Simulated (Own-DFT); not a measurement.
Hf36O71 (tetragonal hafnia with one neutral oxygen vacancy, atoms displaced) (calculated)

Computed with Own-DFT development build. A calculation, not a measurement: plane-wave PBE and HSE06 DFT by an unreviewed code, no spin, of a simulated cell at Gamma alone, so results move with cell size and shape, stress positive in tension, energies less offsets, not probed for a lower state with spin; hafnium file: forces about 75 meV/angstrom off all-electron values; oxygen file: force components 24 meV/angstrom off all-electron in a glass; k mesh not checked against a denser one; forces and stress are PBE's, HSE06 gives the energy alone, and its difference from PBE has offsets of its own; offsets are fitted by least squares, one for each functional and potential file, so energies compare only between cells with the same atoms and settings and are not formation energies; the far tail of each file's local potential was reset to the Coulomb form; each entry is a single point on an unrelaxed cell, so the pressure reflects the starting lattice, taken from the Materials Project, from which strain is counted, and rises with the displacements; printed positions are rounded, which can move forces by about a meV/angstrom; the program is a retired in-house code; no spin-orbit coupling.

Settings shared by all entries: first functional PBE; second functional HSE06; exact exchange share 0.25; screening 0.11 1/bohr; exchange divergence Gygi-Baldereschi; potential files PseudoDojo norm-conserving, scalar-relativistic, made for PBE, standard set; wave cutoff 48 hartree; occupations fixed; k mesh 1 x 1 x 1 centred on Gamma.

(1) Hf36O71 (tetragonal hafnia with one neutral oxygen vacancy, atoms displaced)

```
CELL_PARAMETERS angstrom
10.78000 0.00000 0.00000
0.00000 10.78000 0.00000
0.00000 0.00000 10.44930
ATOMIC_POSITIONS crystal
Hf 0.98992 0.99760 0.99748
Hf 0.16599 0.17176 0.24370
O 0.00181 0.16614 0.15275
O 0.16834 0.00147 0.34703
O 0.99987 0.16398 0.40105
O 0.16905 0.99372 0.09290
Hf 0.00415 0.00055 0.49221
Hf 0.17134 0.15468 0.75279
O 0.99733 0.16557 0.65255
O 0.16675 0.00074 0.84671
O 0.99772 0.16894 0.90982
O 0.16778 0.99423 0.60439
Hf 0.00342 0.32937 0.99224
Hf 0.17730 0.49353 0.25005
O 0.99309 0.50647 0.14992
O 0.16783 0.33132 0.35170
O 0.00003 0.50042 0.39221
O 0.16981 0.33333 0.09578
Hf 0.99737 0.33624 0.50111
Hf 0.17398 0.49874 0.74788
O 0.00230 0.49602 0.64869
O 0.17160 0.33285 0.85655
O 0.99606 0.49306 0.89559
O 0.17691 0.33120 0.59536
Hf 0.99897 0.66341 0.00039
Hf 0.17220 0.82929 0.25686
O 0.99449 0.83447 0.15524
O 0.16082 0.66862 0.34226
O 0.00343 0.84067 0.40670
O 0.16595 0.66352 0.09819
Hf 0.00022 0.67686 0.49867
Hf 0.15901 0.82702 0.74203
O 0.00456 0.83919 0.64746
O 0.16442 0.66583 0.84520
O 0.00478 0.83709 0.90569
O 0.16291 0.66102 0.60036
Hf 0.33801 0.99650 0.00227
Hf 0.49849 0.16316 0.25050
O 0.32738 0.16790 0.14818
O 0.49708 0.00417 0.33265
O 0.33607 0.16867 0.40218
O 0.49375 0.00180 0.09488
Hf 0.32644 0.99712 0.49431
Hf 0.50545 0.16792 0.75204
O 0.33495 0.16102 0.65529
O 0.50731 0.00224 0.84072
O 0.33573 0.17112 0.90232
O 0.50158 0.99496 0.59685
Hf 0.32471 0.34019 0.00520
Hf 0.49728 0.49593 0.25321
O 0.32986 0.50056 0.15448
O 0.50105 0.32953 0.34211
O 0.33351 0.50085 0.40398
O 0.49586 0.32973 0.10387
Hf 0.33456 0.32947 0.50238
Hf 0.49393 0.49772 0.75310
O 0.33205 0.49532 0.65835
O 0.49632 0.33295 0.84409
O 0.32771 0.50555 0.89949
O 0.50516 0.33510 0.58880
Hf 0.33774 0.66699 0.00070
Hf 0.50279 0.82889 0.24957
O 0.32816 0.83689 0.15849
O 0.50118 0.66666 0.34953
O 0.32166 0.83969 0.40549
O 0.50259 0.67408 0.10377
Hf 0.32359 0.66567 0.49815
Hf 0.50068 0.82884 0.75277
O 0.32994 0.83210 0.64731
O 0.49790 0.65942 0.84720
O 0.33216 0.83122 0.89970
O 0.50022 0.67122 0.59040
Hf 0.66664 0.00734 0.00066
Hf 0.83587 0.16051 0.25234
O 0.67577 0.16994 0.16247
O 0.83523 0.00132 0.34942
O 0.66632 0.16651 0.41076
O 0.83156 0.99783 0.08886
Hf 0.66403 0.99657 0.50547
Hf 0.82913 0.16968 0.74694
O 0.66834 0.16185 0.64724
O 0.83735 0.99421 0.84648
O 0.66285 0.16169 0.90033
O 0.83199 0.99738 0.58880
Hf 0.66258 0.33391 0.99615
Hf 0.84145 0.49488 0.24935
O 0.66635 0.49891 0.14767
O 0.83848 0.33122 0.33809
O 0.66747 0.49697 0.40118
O 0.82494 0.33750 0.09560
Hf 0.66394 0.32922 0.50269
Hf 0.82088 0.49825 0.74905
O 0.66787 0.49554 0.65919
O 0.82999 0.32959 0.83706
O 0.66768 0.50848 0.90246
O 0.83861 0.33534 0.59738
Hf 0.66673 0.67291 0.99474
Hf 0.83706 0.83833 0.24625
O 0.66893 0.83858 0.14856
O 0.82788 0.66549 0.36052
O 0.66442 0.83852 0.41105
Hf 0.66421 0.66494 0.49046
Hf 0.83364 0.83856 0.74290
O 0.66366 0.84195 0.65351
O 0.83550 0.66570 0.85331
O 0.66764 0.84606 0.90703
O 0.82710 0.66789 0.60581
```

- PBE energy of cell above offsets: -96.835 eV
- HSE06 less PBE above offsets: 0.032 eV
- PBE pressure: 3.07 GPa
- PBE stress xx: -2.37 GPa
- PBE stress yy: -2.95 GPa
- PBE stress zz: -3.9 GPa
- PBE stress yz: 0.18 GPa
- PBE stress xz: 0.95 GPa
- PBE stress xy: 0.02 GPa

Force:
```
element  x (eV/Å)  y (eV/Å)  z (eV/Å)
     Hf     2.789     0.124      0.01
     Hf     0.011    -1.388     0.736
      O    -0.422     0.133    -0.227
      O    -0.079     0.497     0.152
      O     0.195     0.808     0.081
      O     -0.78      0.28     0.119
     Hf    -0.413     1.956     1.764
     Hf    -0.098      1.54    -0.301
      O     0.523    -0.017     0.434
      O     -0.03    -1.124    -0.013
      O    -0.209    -1.052    -1.231
      O    -0.188     0.706    -1.137
     Hf    -1.079     1.585     0.825
     Hf    -3.566     0.794      0.81
      O     1.987      0.11    -0.793
      O     0.259     0.342    -0.814
      O     0.121     0.319     1.144
      O    -2.045     0.562     1.776
     Hf     1.101     0.335    -0.112
     Hf    -3.201    -0.617     1.078
      O    -0.124    -0.018     -0.04
      O    -0.303    -0.176    -0.846
      O     0.239     0.604     0.915
      O    -1.634     0.122     0.407
     Hf    -0.659    -0.425    -0.479
     Hf    -1.245     2.068    -2.033
      O     1.065    -0.406    -0.064
      O      0.58    -1.492     1.527
      O    -0.058    -1.731    -1.207
      O     0.692     0.137    -0.329
     Hf    -1.933    -2.476     0.173
     Hf     2.114     1.078      2.08
      O    -1.834    -0.838    -0.419
      O    -0.115    -0.208    -0.079
      O    -0.064    -1.313    -0.659
      O     0.386     0.414    -0.642
     Hf    -2.522     0.994    -1.195
     Hf    -0.071     1.527    -1.122
      O     0.731     0.025     0.473
      O    -0.072    -2.244     1.603
      O     0.011    -0.448    -0.048
      O     2.016     0.174     0.241
     Hf     0.904     1.807     1.961
     Hf    -1.456    -1.208    -0.624
      O     0.604     0.354    -0.331
      O      -0.7    -0.642     0.509
      O     0.109    -0.662     0.451
      O    -1.407     0.235    -0.617
     Hf     1.953    -1.842    -1.893
     Hf     2.259    -0.312    -0.518
      O     1.877      0.01    -0.949
      O    -0.124     0.771     0.764
      O    -0.267    -0.152     -0.35
      O     0.364     0.444    -1.319
     Hf    -0.026    -0.574     -0.49
     Hf     1.167     0.031    -0.686
      O     1.364     0.445    -1.537
      O       0.7     0.712     0.447
      O     0.627    -0.491     0.732
      O    -1.422    -0.046     1.468
     Hf    -1.159     0.991    -0.042
     Hf     0.386     0.573    -0.522
      O     1.799    -0.608    -0.424
      O    -0.346     0.066     -0.28
      O     0.391    -2.662    -0.938
      O    -0.768    -0.067    -0.711
     Hf     1.636     1.167     0.881
     Hf    -0.813     1.166    -1.226
      O     0.302    -0.562     0.538
      O     0.129     1.259     0.402
      O     0.835    -0.177     0.544
      O    -0.855    -0.491     0.632
     Hf    -1.011    -1.194     0.451
     Hf      0.69     1.409     0.167
      O    -2.066    -0.706    -1.264
      O     0.047    -0.728    -0.617
      O    -0.076    -0.271    -0.775
      O    -0.299     0.351     1.698
     Hf    -0.031     0.951    -0.102
     Hf     1.427    -1.241    -0.608
      O    -0.199     0.739     0.904
      O      0.04     1.745    -0.299
      O     0.323     1.834    -0.237
      O     0.901    -0.378     0.958
     Hf      0.46     1.136     1.547
     Hf    -1.806     0.638    -0.006
      O    -0.651     0.606     0.605
      O     0.139    -0.624     1.222
      O    -0.582    -0.324     0.266
      O     1.263     -0.26    -1.231
     Hf      1.63     0.413    -1.284
     Hf     3.515     1.162     0.624
      O     -2.49    -0.083    -1.253
      O    -0.699     0.243     1.278
      O    -0.162    -1.693    -0.198
      O     -1.63    -0.313    -0.307
     Hf     1.568     0.112     1.333
     Hf     -1.25    -1.313     0.581
      O    -0.268    -0.353     1.002
      O     0.678     1.028    -1.606
      O    -0.484    -1.163    -1.687
     Hf     0.762     0.015      0.87
     Hf    -0.438    -1.241      0.29
      O     0.545    -0.531     0.853
      O    -0.293      1.01     -0.13
      O    -0.478    -2.096    -0.823
      O     0.784     0.313    -0.647
```

(2) Hf36O71 (tetragonal hafnia with one neutral oxygen vacancy, atoms displaced)

```
CELL_PARAMETERS angstrom
10.78000 0.00000 0.00000
0.00000 10.78000 0.00000
0.00000 0.00000 10.44930
ATOMIC_POSITIONS crystal
Hf 0.00062 0.99817 0.00502
Hf 0.16513 0.16456 0.25177
O 0.99976 0.16237 0.15580
O 0.99678 0.16594 0.40152
O 0.16348 0.00009 0.09737
Hf 0.99893 0.99995 0.50393
Hf 0.16455 0.16621 0.74792
O 0.00186 0.16938 0.64413
O 0.16675 0.99778 0.84819
O 0.99955 0.16443 0.90177
O 0.16313 0.00250 0.59693
Hf 0.00813 0.33444 0.99752
Hf 0.16583 0.49905 0.25094
O 0.00523 0.50098 0.15018
O 0.16368 0.33763 0.34379
O 0.00461 0.50036 0.40434
O 0.16330 0.33272 0.09611
Hf 0.99878 0.33372 0.49925
Hf 0.16616 0.49700 0.75062
O 0.99550 0.49937 0.65024
O 0.16600 0.33215 0.84565
O 0.00705 0.50041 0.90368
O 0.16393 0.32705 0.60158
Hf 0.00021 0.66224 0.99607
Hf 0.16364 0.83327 0.25003
O 0.99491 0.83604 0.14929
O 0.17253 0.65985 0.34611
O 0.00298 0.83311 0.40493
O 0.16835 0.66267 0.09622
Hf 0.99712 0.66685 0.50390
Hf 0.17215 0.83149 0.74587
O 0.99959 0.83186 0.65605
O 0.16921 0.66496 0.84210
O 0.99985 0.83764 0.90115
O 0.16731 0.66349 0.59829
Hf 0.33538 0.00144 0.00063
Hf 0.50301 0.16600 0.24958
O 0.33365 0.16593 0.15409
O 0.49942 0.00006 0.34552
O 0.33814 0.16594 0.40531
O 0.50478 0.00287 0.09771
Hf 0.33753 0.99804 0.49375
Hf 0.49253 0.16136 0.74463
O 0.33624 0.17071 0.64805
O 0.49729 0.99885 0.84736
O 0.33927 0.16800 0.89981
O 0.49335 0.99809 0.60072
Hf 0.33271 0.33704 0.00526
Hf 0.50319 0.50413 0.24558
O 0.33409 0.49819 0.15533
O 0.50056 0.33558 0.34621
O 0.33391 0.50342 0.40597
O 0.50271 0.33177 0.09174
Hf 0.33355 0.33193 0.50115
Hf 0.50063 0.50395 0.74954
O 0.33378 0.50488 0.65267
O 0.49674 0.33772 0.85222
O 0.33106 0.50475 0.90268
O 0.49927 0.33016 0.60237
Hf 0.33644 0.66474 0.99994
Hf 0.50143 0.83265 0.25133
O 0.33335 0.83228 0.15205
O 0.50123 0.66304 0.34668
O 0.33248 0.82817 0.40109
O 0.49751 0.66774 0.10204
Hf 0.33740 0.66794 0.49865
Hf 0.50054 0.83351 0.75317
O 0.33048 0.83301 0.64927
O 0.50347 0.66493 0.84709
O 0.33468 0.83058 0.90334
O 0.50779 0.66832 0.60092
Hf 0.66558 0.00071 0.00105
Hf 0.83087 0.16735 0.24872
O 0.66592 0.16363 0.15749
O 0.83052 0.99831 0.34924
O 0.66801 0.16593 0.39927
O 0.83487 0.99614 0.09911
Hf 0.66634 0.00196 0.49492
Hf 0.83186 0.16793 0.75251
O 0.66808 0.16371 0.65624
O 0.83089 0.00112 0.84989
O 0.66557 0.16504 0.90170
O 0.83206 0.99542 0.59330
Hf 0.67123 0.33725 0.99859
Hf 0.83627 0.49965 0.24414
O 0.66581 0.50151 0.15274
O 0.83016 0.33161 0.34400
O 0.66673 0.50162 0.39639
O 0.83128 0.32909 0.10332
Hf 0.66822 0.33185 0.50022
Hf 0.84010 0.50156 0.75565
O 0.66545 0.50281 0.64705
O 0.83645 0.33218 0.85141
O 0.66553 0.50351 0.90098
O 0.83256 0.33659 0.59863
Hf 0.66943 0.66613 0.00137
Hf 0.83415 0.83673 0.25229
O 0.66782 0.83381 0.15256
O 0.83583 0.65993 0.34325
O 0.66866 0.82801 0.40515
O 0.83665 0.66720 0.09635
Hf 0.66266 0.66218 0.50075
Hf 0.83844 0.83220 0.75028
O 0.66803 0.83365 0.65124
O 0.83846 0.66911 0.84824
O 0.66772 0.83283 0.90151
O 0.83576 0.66340 0.59845
```

- PBE energy of cell above offsets: -100.612 eV
- HSE06 less PBE above offsets: -0.140 eV
- PBE pressure: 0.86 GPa
- PBE stress xx: -0.57 GPa
- PBE stress yy: -0.59 GPa
- PBE stress zz: -1.41 GPa
- PBE stress yz: -0.19 GPa
- PBE stress xz: -0.07 GPa
- PBE stress xy: 0.05 GPa

Force:
```
element  x (eV/Å)  y (eV/Å)  z (eV/Å)
     Hf    -0.539    -0.052    -0.956
     Hf    -0.176    -0.349     0.106
      O     0.215     0.272    -0.218
      O     0.615    -0.203    -0.075
      O     1.238    -0.035     0.756
     Hf    -0.147       0.4     -0.49
     Hf      0.07     -0.58    -0.099
      O    -0.948    -0.292     1.115
      O      0.54     0.429    -0.336
      O      0.32     0.521     0.019
      O     1.179    -0.135    -0.628
     Hf    -1.415    -1.146     0.239
     Hf     0.502     0.853     0.092
      O    -1.115    -0.216    -0.336
      O      0.36     -1.67     0.634
      O    -0.384    -0.145    -0.168
      O     0.883    -0.164     0.188
     Hf     0.046    -0.178    -0.018
     Hf     0.633     0.906    -0.879
      O     1.032    -0.167     0.639
      O    -0.124    -0.125     0.649
      O    -0.547    -0.541    -0.852
      O     0.549     0.662    -0.639
     Hf     0.761     1.944     0.664
     Hf     0.194    -0.387    -0.095
      O     1.198     -0.28     0.724
      O    -0.335     1.676    -0.103
      O     0.386     0.112     -0.44
      O    -0.313     0.404    -0.429
     Hf     0.696    -0.455    -0.509
     Hf    -0.967    -0.001     0.839
      O     0.666    -0.006    -0.652
      O    -0.435     0.274     0.348
      O    -0.037    -1.055     0.354
      O    -0.247     0.257    -0.475
     Hf    -0.298    -0.099    -0.261
     Hf    -0.624     0.933    -0.064
      O    -0.294     0.035    -0.068
      O     0.083    -0.408     0.636
      O    -0.659     0.021    -0.497
      O    -1.128    -0.232     0.151
     Hf    -1.161    -0.132     0.577
     Hf      1.12     1.488     1.354
      O    -1.526    -0.314     0.083
      O    -0.011    -0.215     0.276
      O    -0.478    -0.138     0.481
      O     1.191     0.198    -0.494
     Hf     1.226    -0.267    -1.077
     Hf    -0.482    -0.971     0.954
      O     0.049    -0.442    -0.511
      O    -0.066    -0.381    -0.088
      O     0.212    -1.033     0.075
      O    -0.021     0.012     0.729
     Hf     0.307     0.781     0.079
     Hf     0.117    -1.348    -0.093
      O    -0.031    -0.415      0.25
      O     0.156    -0.147    -0.938
      O    -0.172    -1.045     0.128
      O      0.35     0.101    -0.859
     Hf    -0.834     0.594     0.275
     Hf     -0.16    -0.547    -0.571
      O    -0.029     0.501     0.426
      O     -0.06     1.086     0.477
      O    -0.025     1.311     -0.36
      O     0.927    -0.105    -0.417
     Hf    -0.796    -1.136     0.685
     Hf     0.644    -0.221    -0.616
      O     1.088    -0.088    -0.064
      O    -0.222     0.619     0.534
      O     0.116      0.39    -0.147
      O    -1.874     0.178    -0.127
     Hf     1.121    -0.087    -0.608
     Hf     0.702    -0.223      0.16
      O     0.212    -0.029     -0.78
      O    -0.203     0.289    -0.013
      O    -0.289     0.166     0.491
      O      -0.8     0.353     0.128
     Hf     0.376    -1.122     1.093
     Hf     0.251    -0.734     0.019
      O    -0.343    -0.025     -0.77
      O     0.101    -0.031    -0.636
      O     0.249     0.701     0.564
      O    -0.036     0.315     0.387
     Hf    -1.009    -0.826    -0.486
     Hf    -0.178    -0.144     0.834
      O     0.765     0.078    -0.976
      O     0.233     0.546     0.647
      O    -0.023    -0.821     0.535
      O     0.859     0.368    -0.852
     Hf    -0.512     1.027    -0.079
     Hf    -1.546    -0.158    -1.343
      O     0.631     -0.38     0.751
      O    -0.124     0.729     -0.08
      O     0.701    -0.295     0.158
      O     -0.07    -0.314    -0.083
     Hf    -0.425     0.739     0.038
     Hf    -0.253    -0.765     -0.16
      O    -0.226    -0.217     0.248
      O     0.324     1.168     0.145
      O    -0.333     0.869    -0.464
      O    -0.374    -0.547    -0.293
     Hf     1.421    -0.144    -0.007
     Hf    -1.118     1.076      0.06
      O    -0.182     0.163     0.629
      O      0.05    -0.871     0.317
      O    -0.301    -0.199     0.409
      O    -0.646     0.258      0.13
```
